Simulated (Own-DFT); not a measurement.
# Energy and forces against displacement in a stack of Si and Ge or SiGe layers, 96 atoms (Ge48Si48)

All numbers below are calculated, not measured. They come from Own-DFT, an in-house plane-wave density functional program, since retired, whose code no person has reviewed. Each row is one single-point run on a periodic cell that was not relaxed, without spin or spin-orbit coupling.

Settings of every run: PBE; PseudoDojo norm-conserving scalar-relativistic files; cutoff 42 hartree; 3 x 3 x 2 k mesh centred on Gamma; Fermi-Dirac smearing of 0.1 eV.

Known limits: forces on such cells moved up to 12 meV/angstrom on a denser k mesh; stress not checked against mesh or cutoff.

Cell vectors in Å: (10.862, 0.000, 0.000); (0.000, 10.862, 0.000); (0.000, 0.000, 16.293). In each run every atom was moved at random and independently from its ideal site; u is the rms move along one axis. The random placing of the alloy's atoms differs from row to row. E is the free energy for each atom above the fitted value at u = 0, and F the rms of the force components.

```
run   u (Å)  E (meV/atom)  F (eV/Å)  largest force (eV/Å)  P (GPa)
  1  0.0284          18.1     0.557                  1.97     9.15
  2  0.0297          18.6     0.585                  1.91     9.17
  3  0.0298          17.5     0.553                  1.69     9.12
  4  0.0573             ?         ?                     ?        ?
  5  0.0617          79.3     1.144                  4.35     9.89
  6  0.0963         207.6     2.047                 11.78    11.51
  7  0.1052         233.7     1.948                  6.52    12.02
  8  0.1072         228.9     2.020                  8.92    11.67
```

## Worked fit

For small independent moves the energy grows as E = (3/2) K u², with K the mean stiffness felt by one atom. The runs with u up to 0.11 Å give K = 14.0 ± 0.4 eV/Å², with residuals divided by u² + 0.0006 Å², since the noise grows with the moves. The scatter is 2.8 meV/atom at u = 0.05 Å. The forces follow F = G u with G = 19.3 eV/Å²; no force at u = 0 is resolved. G exceeds K because the moves of its neighbours add to the force on an atom, and stiffness differs between atoms. The pressure follows P = 8.92 + 263 u² GPa: at fixed volume, shortened bonds push harder than stretched ones pull.

## Withheld run

Question: what energy and rms force should run 4 give?

The fit gives 69 ± 4 meV/atom and about 1.11 eV/Å. The calculation gave 77.2 meV/atom and 1.109 eV/Å.
